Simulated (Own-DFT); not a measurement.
Simulation results for GaP (zincblende, strongly disordered by large displacements), InAs (zincblende, strongly disordered by large displacements)

Computed with Own-DFT development build. A calculation, not a measurement: plane-wave PBE density functional theory by an unreviewed code, no spin, of a simulated periodic cell, stress positive in tension, free energy of the whole cell less one offset for each atom, forces on such cells passed a denser k mesh, this cell's mesh not checked; broken bonds can close the gap or carry spin, so checks made on this kind of crystal may not hold here; offsets are fitted by least squares, one for each functional and potential file, so energies compare only between cells with the same atoms and settings and are not formation energies; the far tail of each file's local potential was reset to the Coulomb form; each entry is a single point on an unrelaxed cell, so the pressure reflects the starting lattice, mostly measured values (interpolated for alloys), from which strain is counted, and rises with the displacements; printed positions are rounded, which can move forces by about a meV/angstrom; the program, named Own-DFT, is a retired in-house code; no spin-orbit coupling.

Settings shared by all entries: functional PBE; potential files PseudoDojo norm-conserving, scalar-relativistic, standard set; wave cutoff 42 hartree; occupations Fermi-Dirac; smearing width 0.1 eV; k mesh 3 x 3 x 3 centred on Gamma.

(1) GaP (zincblende, strongly disordered by large displacements)

```cif
# cell vector a (Å): 10.9010 0.0000 0.0000
# cell vector b (Å): 0.0000 10.9010 0.0000
# cell vector c (Å): 0.0000 0.0000 10.9010
data_GaP
_symmetry_space_group_name_H-M 'P 1'
_symmetry_Int_Tables_number 1
_cell_length_a 10.9010
_cell_length_b 10.9010
_cell_length_c 10.9010
_cell_angle_alpha 90.000
_cell_angle_beta 90.000
_cell_angle_gamma 90.000
_cell_volume 1295.39
loop_
_atom_site_label
_atom_site_type_symbol
_atom_site_fract_x
_atom_site_fract_y
_atom_site_fract_z
_atom_site_occupancy
Ga1 Ga 0.00480 0.06288 0.99036 1
Ga2 Ga 0.06585 0.23132 0.24774 1
Ga3 Ga 0.26479 0.99302 0.26375 1
Ga4 Ga 0.25651 0.26382 0.02560 1
P1 P 0.16206 0.09560 0.09624 1
P2 P 0.10098 0.36575 0.38503 1
P3 P 0.35566 0.08534 0.39440 1
P4 P 0.39844 0.33305 0.10812 1
Ga5 Ga 0.95981 0.00277 0.55460 1
Ga6 Ga 0.99706 0.25592 0.77484 1
Ga7 Ga 0.23210 0.04637 0.72247 1
Ga8 Ga 0.30203 0.23655 0.47190 1
P5 P 0.10616 0.16215 0.67264 1
P6 P 0.12360 0.35644 0.84986 1
P7 P 0.39166 0.11361 0.89979 1
P8 P 0.35721 0.41626 0.59821 1
Ga9 Ga 0.02283 0.50009 0.02519 1
Ga10 Ga 0.05604 0.76503 0.25439 1
Ga11 Ga 0.16935 0.54034 0.24697 1
Ga12 Ga 0.28975 0.78209 0.94590 1
P9 P 0.12617 0.67317 0.12332 1
P10 P 0.11639 0.91926 0.32008 1
P11 P 0.35958 0.66066 0.36875 1
P12 P 0.37303 0.90661 0.06328 1
Ga13 Ga 0.02390 0.46782 0.50868 1
Ga14 Ga 0.99232 0.79434 0.77962 1
Ga15 Ga 0.28763 0.54925 0.73166 1
Ga16 Ga 0.26384 0.79007 0.46686 1
P13 P 0.14029 0.61626 0.59602 1
P14 P 0.13432 0.92624 0.85644 1
P15 P 0.36262 0.64700 0.86037 1
P16 P 0.39062 0.84770 0.57354 1
Ga17 Ga 0.53378 0.00248 0.95623 1
Ga18 Ga 0.51802 0.19117 0.27092 1
Ga19 Ga 0.79020 0.98457 0.25274 1
Ga20 Ga 0.76248 0.29006 0.95159 1
P17 P 0.62354 0.09972 0.16494 1
P18 P 0.65902 0.37888 0.35480 1
P19 P 0.85459 0.13513 0.35859 1
P20 P 0.94464 0.32210 0.13451 1
Ga21 Ga 0.46303 0.00272 0.52381 1
Ga22 Ga 0.47984 0.24570 0.74716 1
Ga23 Ga 0.70782 0.04402 0.74830 1
Ga24 Ga 0.71823 0.23402 0.50815 1
P21 P 0.62101 0.11953 0.61226 1
P22 P 0.62749 0.41429 0.84114 1
P23 P 0.83695 0.10975 0.86050 1
P24 P 0.93841 0.37815 0.63657 1
Ga25 Ga 0.53700 0.52051 0.96646 1
Ga26 Ga 0.51805 0.67945 0.28885 1
Ga27 Ga 0.69495 0.55756 0.26928 1
Ga28 Ga 0.74231 0.67775 0.93826 1
P25 P 0.61899 0.57922 0.11335 1
P26 P 0.67150 0.85376 0.28291 1
P27 P 0.85696 0.61093 0.36365 1
P28 P 0.84757 0.82511 0.15398 1
Ga29 Ga 0.49120 0.49804 0.50846 1
Ga30 Ga 0.47363 0.75416 0.77484 1
Ga31 Ga 0.79376 0.47628 0.76789 1
Ga32 Ga 0.74289 0.77397 0.47478 1
P29 P 0.60346 0.58359 0.62715 1
P30 P 0.64685 0.83565 0.82972 1
P31 P 0.88577 0.66304 0.83574 1
P32 P 0.90016 0.86549 0.64763 1
```

```
hardware                          : one NVIDIA H100
free energy of cell above offsets : 44.917 eV
pressure                          : 21.49 GPa
stress xx                         : -21.62 GPa
stress yy                         : -21.58 GPa
stress zz                         : -21.26 GPa
stress yz                         : -2.71 GPa
stress xz                         : -0.55 GPa
stress xy                         : -3.28 GPa
wall time                         : 595.5 s
```

Force:
```csv
element,x (eV/Å),y (eV/Å),z (eV/Å)
Ga,-2.316,-1.109,-1.575
Ga,0.625,-3.575,0.547
Ga,4.375,-0.004,-7.406
Ga,-4.849,-1.299,-4.393
P,1.703,0.286,2.931
P,5.506,-2.186,-4.125
P,3.07,-0.113,-2.594
P,5.33,3.358,3.647
Ga,2.833,6.891,-4.786
Ga,-8.568,-1.734,3.309
Ga,5.987,-3.909,2.036
Ga,-3.809,7.324,3.735
P,0.789,-0.894,-8.855
P,6.287,5.482,5.267
P,-3.269,2.458,-2.791
P,-3.004,-6.021,2.131
Ga,-0.164,-0.809,-1.084
Ga,-7.264,-1.055,3.325
Ga,2.426,-3.991,3.675
Ga,-5.926,4.808,3.023
P,2.652,-2.259,-9.81
P,-4.598,1.385,7.138
P,-3.919,-4.913,-0.063
P,1.571,1.592,3.093
Ga,-0.775,7.317,-0.457
Ga,8.038,1.338,2.475
Ga,-4.723,-3.776,-4.288
Ga,-8.753,-0.791,-2.599
P,0.153,2.583,0.224
P,-0.209,-2.067,1.512
P,1.678,-7.503,5.526
P,3.495,-2.382,8.513
Ga,3.439,-2.603,2.11
Ga,-4.428,5.563,3.61
Ga,3.102,6.065,-1.251
Ga,0.509,-0.667,2.146
P,4.756,-3.865,-6.619
P,-2.337,-2.648,1.972
P,2.383,1.002,2.734
P,-3.929,2.98,-3.707
Ga,4.664,3.353,1.377
Ga,-0.282,0.947,-0.305
Ga,0.388,-5.914,2.263
Ga,4.174,4.242,-4.103
P,-6.593,-0.3,-2.004
P,-1.101,-4.128,-2.115
P,3.538,2.599,3.273
P,-7.055,-2.037,3.086
Ga,-5.983,-0.89,-1.925
Ga,4.565,2.047,-3.066
Ga,3.564,-1.607,5.346
Ga,-5.505,1.477,5.464
P,-0.198,4.371,-2.551
P,-4.548,-5.575,1.15
P,3.313,1.038,2.054
P,0.185,-1.708,-1.152
Ga,2.354,0.527,-6.484
Ga,4.649,3.907,-6.215
Ga,2.956,1.7,-3.061
Ga,0.47,-1.425,1.175
P,3.769,3.847,3.071
P,0.169,2.608,0.577
P,2.228,-7.335,-0.411
P,-7.587,-2.007,-3.723
```

(2) InAs (zincblende, strongly disordered by large displacements)

```cif
# cell vector a (Å): 12.1166 0.0000 0.0000
# cell vector b (Å): 0.0000 12.1166 0.0000
# cell vector c (Å): 0.0000 0.0000 12.1166
data_InAs
_symmetry_space_group_name_H-M 'P 1'
_symmetry_Int_Tables_number 1
_cell_length_a 12.1166
_cell_length_b 12.1166
_cell_length_c 12.1166
_cell_angle_alpha 90.000
_cell_angle_beta 90.000
_cell_angle_gamma 90.000
_cell_volume 1778.86
loop_
_atom_site_label
_atom_site_type_symbol
_atom_site_fract_x
_atom_site_fract_y
_atom_site_fract_z
_atom_site_occupancy
In1 In 0.98721 0.99693 0.98913 1
In2 In 0.00649 0.25604 0.23694 1
In3 In 0.23711 0.01944 0.23704 1
In4 In 0.25052 0.22662 0.00336 1
As1 As 0.09335 0.12808 0.12155 1
As2 As 0.12282 0.41403 0.38809 1
As3 As 0.36316 0.13121 0.35690 1
As4 As 0.37499 0.39446 0.13116 1
In5 In 0.02478 0.99766 0.50603 1
In6 In 0.99804 0.26280 0.69854 1
In7 In 0.24244 0.99902 0.73139 1
In8 In 0.25417 0.25033 0.51920 1
As5 As 0.14225 0.11776 0.62336 1
As6 As 0.11091 0.34718 0.87015 1
As7 As 0.37374 0.11653 0.88961 1
As8 As 0.37171 0.36919 0.60326 1
In9 In 0.99922 0.48808 0.01252 1
In10 In 0.97532 0.76007 0.22092 1
In11 In 0.23124 0.49882 0.28202 1
In12 In 0.25482 0.77279 0.97442 1
As9 As 0.13104 0.63028 0.12547 1
As10 As 0.12806 0.87506 0.37181 1
As11 As 0.40067 0.60652 0.35630 1
As12 As 0.37622 0.85754 0.09853 1
In13 In 0.99468 0.49102 0.50516 1
In14 In 0.00525 0.72338 0.76667 1
In15 In 0.27575 0.47836 0.73906 1
In16 In 0.24692 0.78273 0.49850 1
As13 As 0.10558 0.63499 0.62636 1
As14 As 0.14140 0.87591 0.89022 1
As15 As 0.35678 0.61688 0.86854 1
As16 As 0.39719 0.89376 0.61199 1
In17 In 0.50910 0.99099 0.01486 1
In18 In 0.52388 0.25949 0.23047 1
In19 In 0.74712 0.03323 0.25230 1
In20 In 0.74298 0.23927 0.97952 1
As17 As 0.63990 0.12605 0.11001 1
As18 As 0.61049 0.35660 0.38824 1
As19 As 0.88223 0.11478 0.37509 1
As20 As 0.85831 0.38308 0.11947 1
In21 In 0.52015 0.00801 0.50555 1
In22 In 0.47928 0.25132 0.74659 1
In23 In 0.75186 0.00413 0.72991 1
In24 In 0.76081 0.26119 0.48244 1
As21 As 0.62726 0.09332 0.60457 1
As22 As 0.61063 0.35341 0.89031 1
As23 As 0.89377 0.13748 0.87602 1
As24 As 0.86918 0.36552 0.67427 1
In25 In 0.50357 0.51442 0.02384 1
In26 In 0.49777 0.75520 0.25409 1
In27 In 0.78142 0.51410 0.22522 1
In28 In 0.72582 0.73431 0.01343 1
As25 As 0.64044 0.63424 0.13183 1
As26 As 0.60258 0.87101 0.36948 1
As27 As 0.88909 0.63767 0.36082 1
As28 As 0.85286 0.88928 0.12076 1
In29 In 0.51815 0.49278 0.50919 1
In30 In 0.49957 0.73755 0.76996 1
In31 In 0.74744 0.45693 0.77571 1
In32 In 0.75410 0.72642 0.52585 1
As29 As 0.62315 0.65764 0.64653 1
As30 As 0.61218 0.83610 0.85267 1
As31 As 0.88011 0.61856 0.87036 1
As32 As 0.87577 0.87378 0.63938 1
```

```
hardware                          : one NVIDIA H200
free energy of cell above offsets : 1.875 eV
pressure                          : 9.5 GPa
stress xx                         : -10.97 GPa
stress yy                         : -8.8 GPa
stress zz                         : -8.72 GPa
stress yz                         : -0.36 GPa
stress xz                         : -0.03 GPa
stress xy                         : 0.19 GPa
wall time                         : 1190 s
```

Force:
```csv
element,x (eV/Å),y (eV/Å),z (eV/Å)
In,0.25,-1.193,0.446
In,-1.791,2.255,2.489
In,0.021,-1.461,-0.041
In,-0.924,2.02,0.695
As,2.126,-1.532,-1.555
As,-3.153,-7.763,3.046
As,1.555,0.868,0.907
As,-1.197,-1.586,0.517
In,-1.939,-1.009,-0.372
In,9.595,-8.029,3.324
In,2.889,-2.48,3.117
In,-1.746,-1.8,-4.253
As,-2.763,2.588,-0.869
As,1.132,0.74,0.018
As,0.938,-1.127,-1.719
As,3.278,1.721,1.189
In,1.255,1.004,-1.425
In,2.169,0.122,0.162
In,5.694,4.702,-6.078
In,3.013,-6.43,2.915
As,-0.091,0.079,-0.205
As,-1.418,0.567,-2.7
As,-1.086,-0.052,1.639
As,1.041,1.383,3.485
In,-2.709,2.261,2.258
In,0.28,3.419,0.352
In,-3.197,0.722,1.251
In,1.675,-2.165,1.241
As,2.926,-1.441,-1.984
As,-6.305,4.699,-5.121
As,1.079,-0.221,0.838
As,-2.156,-1.978,1.955
In,0.278,-0.425,-1.711
In,-2.055,-0.384,-0.264
In,-0.701,-2.647,0.577
In,2.412,-0.195,0.505
As,-1.374,-0.009,0.423
As,1.163,1.016,-0.874
As,1.727,1.536,1.091
As,1.478,-4.613,-1.974
In,-6.759,-4.014,-7.926
In,0.689,-1.3,0.142
In,0.372,-0.195,2.804
In,0.687,-1.15,1.414
As,5.763,8.405,5.81
As,-2.357,1.788,-0.721
As,-0.811,0.131,-2.263
As,-5.994,4.896,-7.243
In,-0.274,0.157,-1.366
In,-1.218,-0.667,-1.949
In,-2.049,2.223,3.658
In,4.336,4.449,-5.996
As,-4.188,-3.644,4.706
As,3.113,1.541,1.138
As,-1.049,-1.003,2.206
As,-0.685,0.264,-0.761
In,0.002,2.183,0.248
In,-8.865,-3.728,-3.41
In,-2.943,4.669,2.388
In,2.169,1.988,-3.105
As,-0.037,-5.022,-0.636
As,7.333,7.686,5.969
As,-2.552,-1.776,2.603
As,1.951,-1.043,-1.001
```
